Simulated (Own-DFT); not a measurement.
# Which arrangement is lower? Ga48P48, 96 atoms

These are calculations, not measurements. They come from Own-DFT, an in-house plane-wave density functional program, since retired, whose code no person has reviewed. Each row is one single-point run on a periodic cell that was not relaxed, without spin or spin-orbit coupling.

Settings of every run: PBE; PseudoDojo norm-conserving scalar-relativistic files; cutoff 42 hartree; 2 x 3 x 3 k mesh centred on Gamma; Fermi-Dirac smearing of 0.1 eV.

Known limits, some of them of some rows only: not probed for a lower state with spin; forces on such cells failed a check on a denser k mesh; forces on such cells passed a denser k mesh, each cell not checked; stress not checked against mesh or cutoff.

All cells hold the same atoms in the same cell, with vectors in Å (16.352, 0.000, 0.000); (0.000, 10.901, 0.000); (0.000, 0.000, 10.901). Every atom was moved at random from its ideal site; u is the rms move along one axis. The defect's site can differ from row to row. E is the free energy of the cell above the lowest run. The arrangements:

- A: zincblende GaP
- B: zincblende GaP, with one Ga on a P site and one P on a Ga site, 2.4 Å apart

```
arrangement,u (Å),E (eV),P (GPa)
A,0.0184,0.000,2.70
A,0.0197,0.017,2.71
A,0.0199,0.049,2.71
A,0.0479,3.036,3.13
A,0.0512,4.355,3.35
A,0.0525,3.828,3.29
B,0.0294,3.959,2.94
B,0.0303,3.986,2.93
B,0.0311,4.193,2.98
B,0.0503,6.487,3.36
B,0.0514,7.000,3.42
B,0.0514,6.371,3.33
```

Question: once the cost of the random moves is taken out, how do the arrangements rank?

## Worked answer

Fit E = a + b u², with one b for all and one a for each arrangement, and with residuals divided by u², since the noise grows with the moves. Then b = 1636 eV/Å², the scatter at u = 0.04 Å is 0.20 eV, and against A:

- B: 3.11 ± 0.08 eV (higher)

These are energies of unrelaxed cells. Relaxing the atoms lowers the strained arrangements most, so the gaps would shrink and small ones could change sign.
